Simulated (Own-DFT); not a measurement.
# Response to strain: beta-Si3N4, 112 atoms (N64Si48)

These are calculations, not measurements. The program, named Own-DFT, is a retired in-house plane-wave density functional code that no person has reviewed. Each row is one single-point run on a periodic cell that was not relaxed, without spin or spin-orbit coupling.

Settings of every run: PBE; PseudoDojo norm-conserving scalar-relativistic files; cutoff 42 hartree; 2 x 2 x 4 k mesh centred on Gamma; Fermi-Dirac smearing of 0.1 eV.

Known limits: forces on such cells moved up to 12 meV/angstrom on a denser k mesh; stress not checked against mesh or cutoff.

Unstrained cell vectors in Å: (15.212, 0.000, 0.000); (-7.606, 13.174, 0.000); (0.000, 0.000, 5.818). The unstrained cell has measured lattice constants (interpolated for alloys), not those of this functional. That, the random moves and any unrelaxed bonds set the pressure at no strain. Each run strains this cell uniformly, with the atoms carried along. Every atom was also moved at random, by a Gaussian of width 0.05 Å on each axis. Strain is the symmetric tensor, in per cent. Stress is positive in tension, and the pressure is minus a third of its trace.

| run | e_xx (%) | e_yy (%) | e_zz (%) | e_yz (%) | e_xz (%) | e_xy (%) | s_xx (GPa) | s_yy (GPa) | s_zz (GPa) | s_yz (GPa) | s_xz (GPa) | s_xy (GPa) | P (GPa) | E (meV/atom) |
|---|---|---|---|---|---|---|---|---|---|---|---|---|---|---|
| 1 | -1.14 | -1.90 | 0.34 | -0.86 | -0.96 | -0.16 | -20.02 | -17.06 | -7.90 | -3.49 | -3.70 | 0.62 | 14.99 | 13.8 |
| 2 | 1.41 | -1.69 | -0.79 | 0.87 | 0.28 | 0.97 | -2.75 | -14.97 | -16.93 | 4.29 | 1.02 | 3.93 | 11.55 | 21.5 |
| 3 | 1.46 | 0.72 | 1.98 | -0.22 | 1.46 | -0.94 | 2.39 | -1.42 | 2.74 | -1.62 | 3.65 | -4.78 | -1.24 | 20.5 |
| 4 | -1.91 | 0.54 | 1.93 | 0.36 | -1.98 | 0.50 | -14.51 | -4.67 | -1.22 | 2.85 | -8.47 | 3.07 | 6.80 | 18.4 |
| 5 | -1.09 | 1.93 | -1.58 | -0.36 | -1.41 | 0.56 | -10.91 | -0.65 | -18.13 | -0.97 | -2.97 | 3.03 | 9.89 | 0.0 |
| 6 | 1.49 | 1.63 | 0.85 | -1.68 | 1.45 | -1.51 | 1.45 | 4.38 | -2.58 | -5.91 | 3.97 | -5.66 | -1.08 | 6.7 |
| 7 | 1.36 | -0.69 | -1.42 | -1.22 | 0.52 | 1.10 | -1.72 | -10.71 | -19.96 | -4.45 | -0.92 | 3.86 | 10.80 | 13.1 |
| 8 | 1.77 | 1.20 | 1.92 | 1.65 | 1.58 | -0.10 | 4.10 | 2.38 | 2.07 | 6.11 | 3.95 | -0.67 | -2.85 | 15.9 |
| 9 | -1.31 | -1.86 | 0.72 | 0.94 | 0.80 | 0.10 | -14.93 | -17.98 | -9.75 | 5.26 | 1.88 | 0.55 | 14.22 | 8.8 |
| 10 | 1.74 | -1.97 | -1.67 | -0.47 | -0.02 | 1.97 | -1.39 | -18.57 | -24.64 | -2.96 | -2.31 | 7.53 | 14.87 | 66.3 |
| 11 | 1.73 | -1.35 | -0.39 | -0.78 | 1.45 | 0.13 | -1.13 | -10.90 | -14.27 | -3.01 | 3.66 | 1.75 | 8.76 | 16.6 |
| 12 | -0.66 | 1.84 | -0.60 | -0.87 | -1.87 | -1.61 | -8.70 | -1.28 | -11.33 | -3.20 | -5.87 | -8.30 | 7.10 | 13.7 |
| 13 | -1.58 | -1.72 | 0.21 | 1.21 | 0.76 | -0.70 | -20.67 | -19.59 | -13.12 | 4.12 | 2.64 | -2.68 | 17.80 | 59.9 |
| 14 | -1.06 | -1.43 | 1.95 | 0.10 | -0.99 | -1.85 | -12.04 | -17.16 | -1.13 | -0.24 | -3.12 | -9.30 | 10.11 | 35.0 |
| 15 | -0.18 | -0.06 | -1.47 | -1.05 | 0.11 | 1.16 | -8.00 | -10.74 | -22.00 | -4.96 | 0.18 | 3.21 | 13.58 | 26.4 |
| 16 | 0.49 | -1.99 | 1.90 | -0.79 | -0.11 | -1.47 | -3.61 | -14.35 | -1.92 | -3.83 | 0.75 | -4.28 | 6.63 | 5.5 |
| 17 | 1.36 | 0.81 | -1.42 | -1.43 | 0.55 | 0.61 | ? | ? | ? | ? | ? | ? | ? | ? |

E is the free energy for each atom above the lowest run shown.

## Worked fit

Each stress component was fitted by least squares to a constant and the strains of the runs shown, as fractions, with shears doubled. Shear strains stay in the fit of a normal stress only where such slopes are resolved. The slopes, in GPa:

```
stress,at no strain,per e_xx,per e_yy,per e_zz,scatter
s_xx,-7.5,529 ± 36,135 ± 33,71 ± 36,1.95
s_yy,-7.9,144 ± 26,504 ± 24,103 ± 26,1.39
s_zz,-11.0,29 ± 29,123 ± 26,609 ± 28,1.53
```

Each shear stress against twice its own strain: yz 197 ± 16, xz 156 ± 18, xy 223 ± 22 GPa. These are stiffnesses along x, y and z of the frame in which the cell vectors are given, which need not be the crystal's axes. The atoms are held to the strained lattice; where symmetry lets them move under strain, relaxing them would lower some slopes. The table should be nearly symmetric about its diagonal, and what it lacks of that shows the noise. A ninth of its sum, 250 ± 8 GPa, estimates the bulk modulus near the mean pressure of these runs, 8.9 GPa, so it lies above the value at zero pressure.

## Withheld run

Question: what normal stresses and pressure should run 17 give?

The fit gives s_xx = -0.2, s_yy = -3.3, s_zz = -18.3 and P = 7.2 GPa. The calculation gave 1.48, -3.84, -19.28 and P = 7.21 GPa.
